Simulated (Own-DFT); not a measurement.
SiGe (layered order of Si and Ge on the diamond lattice, atoms displaced) (calculated)

All values are calculated (Own-DFT development build). A calculation, not a measurement: plane-wave PBE density functional theory by an unreviewed code, no spin, of a simulated periodic cell, stress positive in tension, free energy of the whole cell less one offset for each atom, forces on such cells passed a denser k mesh, this cell's mesh not checked; offsets are fitted by least squares, one for each functional and potential file, so energies compare only between cells with the same atoms and settings and are not formation energies; the far tail of each file's local potential was reset to the Coulomb form; each entry is a single point on an unrelaxed cell, so the pressure reflects the starting lattice, mostly measured values, from which strain is counted, and rises with the displacements; printed positions are rounded, which can move forces by about a meV/angstrom; the program is a retired in-house code; no spin-orbit coupling.

Common to all runs: functional PBE; potential files PseudoDojo norm-conserving, scalar-relativistic, standard set; wave cutoff 42 hartree; occupations Fermi-Dirac; smearing width 0.1 eV; k mesh 3 x 3 x 3 centred on Gamma.

(1) 
```xyz
64
Lattice="11.0890 0.0000 0.0000 0.0000 11.0890 0.0000 0.0000 0.0000 11.0890" Properties=species:S:1:pos:R:3:force_x:R:1:force_y:R:1:force_z:R:1 formula=SiGe free_energy_of_cell_above_offsets=-6.061 pressure=2.96 stress_xx=-2.98 stress_yy=-2.92 stress_zz=-2.99 stress_yz=0.08 stress_xz=-0.26 stress_xy=-0.49
Ge    11.0659    11.0517     0.0554     -0.083      0.489      -1.14
Ge    11.0838     2.8033     2.7610     -0.242     -0.341      0.106
Ge     2.7519     0.0032     2.8323      0.045      0.007     -0.824
Ge     2.8127     2.7678    11.0579      -0.65     -0.336     -0.327
Ge     1.3741     1.3607     1.3947      0.326      0.473     -0.073
Ge     1.3861     4.1910     4.1385     -0.066     -0.546      1.058
Ge     4.1275     1.3792     4.1453      0.545      0.213      1.039
Ge     4.1866     4.0966     1.3489     -0.422      0.886      0.402
Si    11.0605    11.0653     5.5142       0.03      0.187       1.41
Si     0.0116     2.7375     8.3458      0.034      0.507     -0.295
Si     2.6938     0.0463     8.3318      1.459      -0.16     -0.343
Si     2.7940     2.7810     5.5700     -0.333       0.16      0.155
Si     1.4025     1.3796     6.9404     -0.572      0.229     -0.511
Si     1.3930     4.1626     9.7316       0.28     -0.071     -0.983
Si     4.1863     1.4173     9.6940     -0.337     -0.435     -0.694
Si     4.1478     4.2408     6.8713      0.469     -0.596      0.458
Ge     0.0394     5.5464     0.0051     -0.855     -0.339     -0.672
Ge    11.0733     8.3208     2.8294      0.894      0.059     -0.699
Ge     2.7613     5.5367     2.7796      0.323     -0.295     -0.873
Ge     2.7803     8.3256    11.0689     -0.247      0.233     -0.748
Ge     1.3833     6.9175     1.3531      0.131      0.597      0.629
Ge     1.3710     9.7559     4.1653      0.141     -0.907       0.88
Ge     4.1674     6.8630     4.1319     -0.111      1.028      0.718
Ge     4.1269     9.6810     1.4296      0.128      0.671     -0.541
Si     0.0296     5.5437     5.5762      0.042      0.038      0.341
Si     0.0097     8.3765     8.3547     -0.067     -0.532     -0.261
Si     2.8036     5.5729     8.3104     -0.315     -0.069      0.208
Si     2.7858     8.3188     5.5594     -0.148      -0.19     -0.133
Si     1.3973     6.9338     6.9186     -0.049      0.359      0.487
Si     1.3929     9.8054     9.6846     -0.256     -0.913      0.213
Si     4.1964     6.9865     9.6684     -0.585      -0.69      0.146
Si     4.1636     9.6608     6.9182     -0.359      0.647        0.3
Ge     5.5482     0.0132    11.0602      0.004      -0.19      0.116
Ge     5.5311     2.7619     2.7533      0.211     -0.509      0.078
Ge     8.3415     0.0128     2.8072     -0.052     -0.461     -0.317
Ge     8.3069     2.8136    11.0803     -0.104     -0.663     -0.949
Ge     6.9925     1.3798     1.4070     -0.577      0.029     -0.354
Ge     6.8984     4.1208     4.1410      0.212      0.457      0.619
Ge     9.6951     1.3598     4.1795      0.095      1.021      0.698
Ge     9.6483     4.1445     1.3629      0.918      0.396      0.056
Si     5.5564    11.0658     5.5422     -0.327      0.049      0.345
Si     5.5464     2.7356     8.2999     -0.253      1.003     -0.076
Si     8.3272     0.0524     8.2613     -0.198     -0.294       0.43
Si     8.2805     2.8263     5.5767      0.263      -0.65      0.397
Si     6.8760     1.3722     6.9400      0.491      0.229     -0.391
Si     6.9305     4.1729     9.7041     -0.648      0.042     -0.258
Si     9.6907     1.3852     9.6783      0.054     -0.056      0.102
Si     9.7198     4.1979     6.9292     -0.161     -0.373      0.425
Ge     5.5253     5.6188     0.0636      0.145     -0.488     -1.287
Ge     5.5298     8.3400     2.7728      0.001     -0.312      0.373
Ge     8.3275     5.5168     2.7733      -0.03      0.558       0.49
Ge     8.3477     8.2718     0.0732     -0.126      0.411     -1.548
Ge     6.9266     6.9652     1.4211       0.14     -0.309      0.367
Ge     6.9468     9.6886     4.1539      -0.25      0.261      0.478
Ge     9.7856     6.9477     4.1962     -1.224     -0.571      0.736
Ge     9.7172     9.6713     1.4189     -0.299      0.093      0.285
Si     5.5761     5.5869     5.5074      0.081     -0.459      0.734
Si     5.4928     8.2682     8.2862      1.029      1.025      0.196
Si     8.2949     5.5390     8.3535      0.183     -0.059      -0.52
Si     8.2816     8.3352     5.5449      0.417     -0.569      0.797
Si     6.9086     6.9185     6.9665      0.268      0.085     -0.396
Si     6.9764     9.7465     9.6965     -0.134     -0.726     -0.581
Si     9.6906     6.8944     9.6799      0.401      0.497     -0.022
Si     9.6638     9.6870     6.9638      0.321      0.167     -0.455
```

Units: free_energy_of_cell_above_offsets in eV; pressure, stress_xx, stress_yy, stress_zz, stress_yz, stress_xz, stress_xy in GPa; force_x, force_y, force_z in eV/Å.

(2) 
```xyz
64
Lattice="11.0890 0.0000 0.0000 0.0000 11.0890 0.0000 0.0000 0.0000 11.0890" Properties=species:S:1:pos:R:3:force_x:R:1:force_y:R:1:force_z:R:1 formula=SiGe free_energy_of_cell_above_offsets=-6.184 pressure=2.92 stress_xx=-2.91 stress_yy=-2.9 stress_zz=-2.94 stress_yz=-0.1 stress_xz=-0.15 stress_xy=0.19
Ge    11.0694    11.0819     0.0212      0.142      0.578     -0.806
Ge    11.0689     2.8329     2.7680      0.376     -0.672      0.202
Ge     2.7481     0.0325     2.7820      0.454     -0.052     -0.202
Ge     2.8273     2.7953    11.0655     -1.019     -0.218     -0.477
Ge     1.3575     1.4070     1.3889      0.229      0.361     -0.256
Ge     1.3998     4.1285     4.1751     -0.056      0.498      0.146
Ge     4.1698     1.4018     4.1688     -0.259      0.071      0.703
Ge     4.0939     4.1762     1.3941      0.756      0.537      0.033
Si     0.0325     0.0479     5.5373       -0.6     -0.498      0.472
Si     0.0191     2.7894     8.3240       -0.6     -0.549     -0.244
Si     2.7652    11.0479     8.3308      0.319      0.808      -0.07
Si     2.7895     2.8243     5.5480     -0.161     -0.819      0.558
Si     1.3885     1.3646     6.9185      0.358      0.519      0.385
Si     1.3712     4.1550     9.6655       0.33      0.188     -0.002
Si     4.1686     1.3969     9.7331      0.218     -0.428     -1.025
Si     4.1241     4.1825     6.9125      0.539     -0.442      0.362
Ge    11.0687     5.5557     0.0046      0.243     -0.482     -0.637
Ge     0.0548     8.3074     2.8069     -0.253      0.534     -0.267
Ge     2.7258     5.6005     2.7764      0.441     -0.517      0.442
Ge     2.7593     8.3171    11.0821     -0.119      0.126     -0.183
Ge     1.3444     6.9037     1.3977      0.291      0.506     -0.448
Ge     1.4053     9.7483     4.1665      0.082     -0.537      0.967
Ge     4.1777     6.9444     4.1745     -0.032      0.146      0.308
Ge     4.1733     9.7022     1.4098     -0.475      0.365     -0.494
Si    11.0692     5.5350     5.4556      0.103       0.03      1.468
Si     0.0084     8.3223     8.3017      0.236      0.149      0.224
Si     2.7983     5.5175     8.3003     -0.271      0.419      0.349
Si     2.7467     8.2710     5.6022      0.503      0.867     -0.341
Si     1.4326     6.9153     6.9119     -0.941     -0.479      0.344
Si     1.4055     9.7935     9.7332     -0.414     -1.057      -0.74
Si     4.1561     6.9231     9.7350      0.004      0.112      -1.01
Si     4.1388     9.7188     6.9276      0.042     -0.275      0.061
Ge     5.5886    11.0870     0.0101     -0.179     -0.032     -0.448
Ge     5.5122     2.7696     2.7636      0.236      0.213     -0.246
Ge     8.3237     0.0284     2.8152      0.578     -1.088      0.004
Ge     8.3344     2.7854    11.0436     -0.748     -0.294      0.272
Ge     6.9697     1.3466     1.4570     -0.269       0.87     -0.894
Ge     6.9141     4.1857     4.1290     -0.275      -0.38      0.932
Ge     9.7122     1.4144     4.1594      0.178       0.05      0.581
Ge     9.7104     4.1276     1.3713     -0.299      0.506     -0.246
Si     5.5274     0.0496     5.5938      0.089     -0.709      0.003
Si     5.5463     2.7402     8.2804     -0.185      0.327      0.274
Si     8.2961     0.0617     8.3313      0.221      -1.02      -0.33
Si     8.2906     2.7571     5.5136     -0.023      0.251      0.751
Si     6.9482     1.3543     6.9331     -0.132      0.615     -0.149
Si     6.8799     4.1513     9.7436      0.474     -0.017     -1.397
Si     9.6414     1.3650     9.7250      1.034      0.294     -0.789
Si     9.6605     4.1540     6.9368      0.589     -0.223     -0.575
Ge     5.5788     5.5818    11.0784     -0.445     -0.215      0.283
Ge     5.5687     8.3357     2.7119     -0.182     -0.367      0.787
Ge     8.3400     5.5183     2.7870      0.218      0.332     -0.165
Ge     8.3056     8.2787    11.0267      0.327      0.635     -0.098
Ge     6.9837     6.9442     1.4162     -0.094     -0.311     -0.374
Ge     6.9069     9.6782     4.1646      0.363      0.203      1.061
Ge     9.7118     6.9800     4.1432     -0.032     -0.575       0.41
Ge     9.7667     9.6846     1.3665     -1.045     -0.377      0.508
Si     5.5145     5.5217     5.5719      0.418      0.361      0.169
Si     5.5245     8.3295     8.3076     -0.013      -0.09     -0.007
Si     8.3449     5.5172     8.2884     -0.601      0.293      0.705
Si     8.3671     8.2560     5.5846     -0.919      0.571     -0.037
Si     6.9305     6.9382     6.9309     -0.073     -0.351      0.222
Si     6.9267     9.7063     9.6592      0.001     -0.004     -0.289
Si     9.7301     6.9121     9.7223     -0.194      0.087     -1.272
Si     9.6719     9.6821     6.8947       0.51       0.66      0.533
```

Units: free_energy_of_cell_above_offsets in eV; pressure, stress_xx, stress_yy, stress_zz, stress_yz, stress_xz, stress_xy in GPa; force_x, force_y, force_z in eV/Å.

(3) 
```xyz
64
Lattice="11.0890 0.0000 0.0000 0.0000 11.0890 0.0000 0.0000 0.0000 11.0890" Properties=species:S:1:pos:R:3:force_x:R:1:force_y:R:1:force_z:R:1 formula=SiGe free_energy_of_cell_above_offsets=-6.281 pressure=2.91 stress_xx=-2.88 stress_yy=-2.89 stress_zz=-2.96 stress_yz=0.16 stress_xz=-0.35 stress_xy=0.05
Ge    11.0459    11.0648    11.0551      0.905     -0.038     -0.014
Ge    11.0796     2.8090     2.7534      0.231     -0.654     -0.045
Ge     2.7583     0.0331     2.7917     -0.062     -0.312      0.037
Ge     2.7810     2.8071    11.0504     -0.414      0.249     -0.161
Ge     1.4016     1.4089     1.3716     -0.388     -0.174     -0.332
Ge     1.3571     4.1765     4.1031      0.728     -0.317       1.33
Ge     4.1432     1.4278     4.1535      0.162     -0.141      0.326
Ge     4.1686     4.1831     1.3663      -0.22     -0.563      0.619
Si    11.0750    11.0788     5.5571     -0.063      0.218       0.66
Si    11.0854     2.7807     8.3268      0.131      0.303     -0.195
Si     2.7678     0.0070     8.3191      0.442      0.121     -0.094
Si     2.8199     2.7425     5.5872     -1.018      0.362     -0.165
Si     1.4117     1.3908     6.9599     -0.383     -0.048     -0.188
Si     1.3662     4.2296     9.7013      0.035     -0.572     -0.572
Si     4.1410     1.4108     9.7506      0.465     -0.283     -1.229
Si     4.1191     4.1362     6.9179      0.577      0.465       0.27
Ge    11.0448     5.5592    11.0734      0.222     -0.574      0.084
Ge     0.0494     8.3265     2.7947     -0.835     -0.317     -0.412
Ge     2.7860     5.5688     2.7809     -0.113     -0.444     -0.381
Ge     2.8042     8.3698     0.0007     -0.308     -0.666     -0.386
Ge     1.3714     6.8884     1.3891      0.286       0.73     -0.364
Ge     1.3545     9.6910     4.1823      0.423      0.622      0.394
Ge     4.1382     6.8978     4.1712      0.354      0.864      0.576
Ge     4.1874     9.7055     1.4399     -0.318      0.398     -0.314
Si     0.0087     5.5061     5.5430     -0.188      0.123       0.83
Si    11.0584     8.3117     8.2665      0.579       0.13       0.58
Si     2.7487     5.5294     8.2926       0.12      0.581      0.025
Si     2.7332     8.3273     5.5301      0.196     -0.338      0.492
Si     1.3513     6.9583     6.9142      0.247     -0.465     -0.092
Si     1.4236     9.7273     9.6769     -0.585     -0.327     -0.431
Si     4.1752     6.9525     9.6753     -0.223     -0.276     -0.296
Si     4.1227     9.7034     6.8595      0.391      0.315      0.348
Ge     5.5480    11.0615    11.0698      -0.26      0.475     -0.087
Ge     5.5711     2.7939     2.8073     -0.138     -0.099     -0.663
Ge     8.2874     0.0044     2.7827      0.676      0.214     -0.019
Ge     8.2902     2.7580    11.0735      0.492     -0.457     -1.038
Ge     6.9519     1.3660     1.3728     -0.687      0.195      0.121
Ge     6.9337     4.1600     4.1926      0.195      0.424      0.433
Ge     9.7073     1.4288     4.1569      0.124     -0.596      0.417
Ge     9.6758     4.0848     1.3721       -0.2      1.005     -0.195
Si     5.5428     0.0402     5.4657      0.215     -0.444      1.015
Si     5.5628     2.7961     8.2980       -0.5     -0.075      0.389
Si     8.2984     0.0249     8.2943      0.545      0.004     -0.086
Si     8.3545     2.7777     5.5315     -0.605      0.003      0.829
Si     6.9131     1.4264     6.9489       0.19     -0.337     -0.685
Si     6.9651     4.1523     9.6723      -0.36      0.192     -0.341
Si     9.7796     1.3511     9.6805     -1.083      0.533     -0.596
Si     9.6352     4.1639     6.9411      0.769     -0.124     -0.058
Ge     5.5268     5.4974    11.0848      0.496      0.719     -1.066
Ge     5.5674     8.3270     2.7637     -0.554     -0.624      0.425
Ge     8.3054     5.5661     2.7423      0.378     -0.357      0.492
Ge     8.2939     8.3305     0.0362      0.189     -0.375     -1.274
Ge     6.8986     6.9240     1.4057     -0.006     -0.151     -0.635
Ge     6.9562     9.6635     4.1106     -0.356      0.561      1.115
Ge     9.7268     6.9120     4.2044     -0.242      0.248      0.031
Ge     9.6777     9.7152     1.3864      0.378     -0.216      0.442
Si     5.5328     5.5719     5.5630      -0.01     -0.531      0.542
Si     5.5219     8.3430     8.3047      0.489      0.154     -0.197
Si     8.2933     5.5632     8.2867       0.43     -0.062      0.469
Si     8.2809     8.3312     5.5361      0.362     -0.591      0.455
Si     6.9521     6.9062     6.9222     -0.604       0.71      0.071
Si     6.9602     9.7881     9.7018      -0.17     -0.988      -0.72
Si     9.7762     6.8992     9.6695     -1.268      0.748     -0.451
Si     9.6773     9.6374     6.9194     -0.261      0.871     -0.037
```

Units: free_energy_of_cell_above_offsets in eV; pressure, stress_xx, stress_yy, stress_zz, stress_yz, stress_xz, stress_xy in GPa; force_x, force_y, force_z in eV/Å.

(4) 
```xyz
64
Lattice="11.0890 0.0000 0.0000 0.0000 11.0890 0.0000 0.0000 0.0000 11.0890" Properties=species:S:1:pos:R:3:force_x:R:1:force_y:R:1:force_z:R:1 formula=SiGe free_energy_of_cell_above_offsets=-6.128 pressure=2.94 stress_xx=-2.91 stress_yy=-2.94 stress_zz=-2.96 stress_yz=0.11 stress_xz=0.02 stress_xy=0.31
Ge     0.0296     0.0090    11.0553     -0.863      0.009     -0.116
Ge     0.0853     2.7437     2.7494     -1.616      0.542       0.81
Ge     2.7623    11.0657     2.7703     -0.133      0.146     -0.402
Ge     2.7625     2.7626    11.0623      0.382      0.056      0.191
Ge     1.3535     1.4208     1.3816      0.897     -0.964     -0.478
Ge     1.4262     4.1037     4.1739     -0.659      0.647      0.651
Ge     4.1509     1.3686     4.1299       -0.2      0.352      0.807
Ge     4.1793     4.1321     1.4245     -0.676      0.631     -0.534
Si     0.0017    11.0503     5.5390      -0.53      0.666       1.03
Si     0.0336     2.8177     8.3540     -0.545     -0.488     -0.335
Si     2.7861    11.0875     8.2883     -0.145      0.338      0.588
Si     2.7596     2.7836     5.5538      0.414     -0.625      0.714
Si     1.3655     1.3961     6.9605      0.043     -0.098     -0.309
Si     1.4152     4.1299     9.7201     -0.241       0.72     -0.465
Si     4.1587     1.3780     9.7583     -0.106      0.249     -1.615
Si     4.1533     4.1401     6.9366      0.187      0.419     -0.108
Ge    11.0799     5.5551    11.0714      0.197     -0.224     -0.218
Ge    11.0814     8.2899     2.7826      0.392      0.775     -0.318
Ge     2.7260     5.5541     2.8097      0.716     -0.487     -0.256
Ge     2.7769     8.3379    11.0291     -0.121     -0.414      -0.09
Ge     1.4098     6.9177     1.4033     -0.192      0.358     -0.609
Ge     1.3841     9.7302     4.2043     -0.208     -0.427     -0.304
Ge     4.1729     6.8865     4.1664     -0.151      0.518      0.344
Ge     4.1511     9.6868     1.3515     -0.013     -0.069      0.433
Si    11.0888     5.5652     5.5494      0.249     -0.583      0.656
Si     0.0148     8.3507     8.3466     -0.033     -0.423     -0.289
Si     2.7743     5.5548     8.3563      0.242     -0.363     -0.329
Si     2.7407     8.3162     5.4942      0.737     -0.148      1.438
Si     1.4168     6.9015     6.9632     -0.334      0.472      -0.23
Si     1.3843     9.7280     9.7074      0.252      0.029     -0.922
Si     4.1763     6.9472     9.6690      0.074     -0.154     -0.286
Si     4.1764     9.7449     6.9717      0.108     -0.909     -0.522
Ge     5.4982    11.0825    11.0647      0.867     -0.004     -0.013
Ge     5.5346     2.7897     2.7846      0.466     -0.192      0.388
Ge     8.3089     0.0174     2.7200      0.183     -0.385      0.453
Ge     8.3326     2.7569    11.0487     -0.324      0.378      0.101
Ge     6.9349     1.4107     1.4086      -0.48     -0.043     -0.746
Ge     6.9293     4.2058     4.1820      0.189     -0.865      0.199
Ge     9.6501     1.3789     4.1781      0.888      0.061      0.038
Ge     9.6883     4.1591     1.3922      0.374     -0.238       0.04
Si     5.5113     0.0257     5.5361      0.351      -0.31      0.618
Si     5.5595     2.7734     8.2908       0.23     -0.149      0.456
Si     8.3533     0.0102     8.3841      -0.55     -0.613     -0.782
Si     8.3277     2.7869     5.5490     -0.344     -0.124      0.687
Si     6.9600     1.3232     6.9219     -0.129      0.542      0.137
Si     6.9731     4.2175     9.7243     -0.738     -0.899     -0.619
Si     9.6507     1.4013     9.6858      1.231      0.054     -0.326
Si     9.6987     4.1422     6.9369      0.064      0.505      0.289
Ge     5.5404     5.5395    11.0645     -0.033      0.288      0.068
Ge     5.5491     8.3051     2.7736     -0.069      0.273      0.145
Ge     8.2913     5.5402     2.7809      0.281        0.4     -0.284
Ge     8.3120     8.2874     0.0218      0.222      0.359      -1.51
Ge     6.9594     6.9964     1.3591      -0.76     -1.185      0.508
Ge     6.9486     9.7249     4.1774     -0.395      0.051       0.25
Ge     9.7547     6.9202     4.1383     -0.864      -0.05       0.98
Ge     9.6569     9.6541     1.3526      0.946      0.663      0.291
Si     5.5870     5.5438     5.4985     -0.501      0.209      1.646
Si     5.6326     8.2590     8.3194     -0.622      0.534      -0.45
Si     8.2738     5.5564     8.3815      0.944      0.194     -0.884
Si     8.3056     8.3361     5.5590      0.703     -0.118      0.019
Si     7.0054     6.9453     6.8979     -0.569     -0.535      0.192
Si     6.9252     9.6675     9.7077      0.195       0.32     -0.279
Si     9.7140     6.9450     9.7095     -0.047      0.051     -0.647
Si     9.6940     9.6809     6.9501      0.169      0.275      0.106
```

Units: free_energy_of_cell_above_offsets in eV; pressure, stress_xx, stress_yy, stress_zz, stress_yz, stress_xz, stress_xy in GPa; force_x, force_y, force_z in eV/Å.
